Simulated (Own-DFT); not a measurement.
# How strain changes the stress of 2H SiC, 32 atoms (C16Si16)

These are calculations, not measurements. They come from Own-DFT, an in-house plane-wave density functional program, since retired, whose code no person has reviewed. Each row is one single-point run on a periodic cell that was not relaxed, without spin or spin-orbit coupling.

Settings of every run: PBE; PseudoDojo norm-conserving scalar-relativistic files; cutoff 42 hartree; 5 x 5 x 3 k mesh centred on Gamma; Fermi-Dirac smearing of 0.1 eV.

Known limits: forces on such cells passed a denser k mesh, each cell not checked; stress not checked against mesh or cutoff.

Unstrained cell vectors in Å: (6.165, 0.000, 0.000); (-3.083, 5.339, 0.000); (0.000, 0.000, 10.068). The unstrained cell has measured lattice constants (interpolated for alloys), not those of this functional. That, the random moves and any unrelaxed bonds set the pressure at no strain. Each run strains this cell uniformly, with the atoms carried along. Every atom was also moved at random, by a Gaussian of width 0.05 Å on each axis. Strain is the symmetric tensor, in per cent. Stress is positive in tension, and the pressure is minus a third of its trace.

```
run  e_xx (%)  e_yy (%)  e_zz (%)  e_yz (%)  e_xz (%)  e_xy (%)  s_xx (GPa)  s_yy (GPa)  s_zz (GPa)  s_yz (GPa)  s_xz (GPa)  s_xy (GPa)  P (GPa)  E (meV/atom)
  1     -1.65     -0.70     -1.30     -1.12     -1.90      0.29      -16.44       -9.55      -19.98       -4.84       -6.27        2.66    15.32          54.1
  2     -1.92      0.03      0.79      1.60     -1.50      0.15      -14.13       -4.26       -4.83        4.35       -4.42        2.19     7.74          16.0
  3     -1.32      1.54      0.44      1.71      1.59     -1.86      -10.09        1.86       -4.70        5.17        4.27       -9.02     4.31          26.3
  4      1.55     -1.23     -1.30      1.38      1.50      0.61        1.44      -12.37      -15.61        5.08        4.35        7.74     8.85          51.7
  5      1.99      1.68     -1.14      0.32     -0.22     -1.78        8.09        4.99      -13.06        1.86       -0.34       -5.31    -0.01          26.0
  6     -1.54     -1.17     -0.79     -0.69     -1.59     -1.42      -13.29      -12.96      -14.29       -0.37       -5.43       -6.33    13.51          33.1
  7      0.88      1.63      1.32     -1.35      0.24      0.41       -0.08        6.52        2.05       -4.24        0.59        0.89    -2.83           1.7
  8      1.08     -1.22      0.68      1.58     -1.79     -0.09       -0.27       -9.84       -2.35        6.98       -5.07        1.96     4.15           8.0
  9     -1.19     -0.70     -1.05      0.51     -0.29      0.10      -12.86       -9.76      -16.26        0.22       -1.32        0.84    12.96          37.1
 10     -1.50     -0.89     -0.50     -1.64      1.07      0.05      -13.36      -14.37      -10.02       -7.44        2.58       -0.57    12.58          33.2
 11     -0.55     -1.33      1.32     -1.60      1.23     -1.88      -11.09      -13.86        0.74       -6.27        6.56       -9.49     8.07          54.6
 12     -1.49      0.38      0.72      0.52     -1.32     -1.66       -8.98       -3.90       -3.52        2.74       -3.08       -5.69     5.47           0.0
 13      0.92      1.16     -0.88      0.43     -1.34      0.03        2.89        1.13      -12.08        1.40       -4.47        0.80     2.69          14.9
 14      0.59     -0.05     -0.27     -0.24      1.84     -1.92       -0.08       -7.75      -10.76       -2.38        4.62      -11.29     6.20          45.6
 15      1.50     -1.09     -1.86      0.31      0.31      1.79        3.94      -11.74      -22.83        2.15        0.55        8.14    10.21          54.3
 16     -1.19     -1.70     -1.07     -0.10     -1.91     -1.20      -11.32      -14.96      -18.61       -1.86       -7.84       -8.04    14.96          26.7
 17      1.14     -1.01      0.97     -1.48     -1.43      1.49        2.90      -11.90       -3.80       -5.54       -4.02        4.92     4.27          50.7
 18     -1.86     -1.09     -0.73     -1.09     -1.42      0.20           ?           ?           ?           ?           ?           ?        ?             ?
```

E is the free energy for each atom above the lowest run shown.

## Worked fit

Each stress component was fitted by least squares to a constant and the strains of the runs shown, as fractions, with shears doubled. Shear strains stay in the fit of a normal stress only where such slopes are resolved. The slopes, in GPa:

| stress | at no strain | per e_xx | per e_yy | per e_zz | scatter |
|---|---|---|---|---|---|
| s_xx | -4.3 | 542 ± 33 | 105 ± 40 | -4 ± 44 | 1.75 |
| s_yy | -5.5 | 44 ± 28 | 581 ± 34 | 33 ± 38 | 1.51 |
| s_zz | -8.1 | 48 ± 29 | 73 ± 35 | 687 ± 39 | 1.55 |

Each shear stress against twice its own strain: yz 180 ± 14, xz 154 ± 10, xy 235 ± 24 GPa. These are stiffnesses along x, y and z of the frame in which the cell vectors are given, which need not be the crystal's axes. The atoms are held to the strained lattice; where symmetry lets them move under strain, relaxing them would lower some slopes. The table should be nearly symmetric about its diagonal, and what it lacks of that shows the noise. A ninth of its sum, 234 ± 8 GPa, estimates the bulk modulus near the mean pressure of these runs, 7.6 GPa, so it lies above the value at zero pressure.

## Withheld run

Question: what normal stresses and pressure should run 18 give?

The fit gives s_xx = -15.5, s_yy = -12.9, s_zz = -14.8 and P = 14.4 GPa. The calculation gave -16.27, -13.09, -17.25 and P = 15.54 GPa.
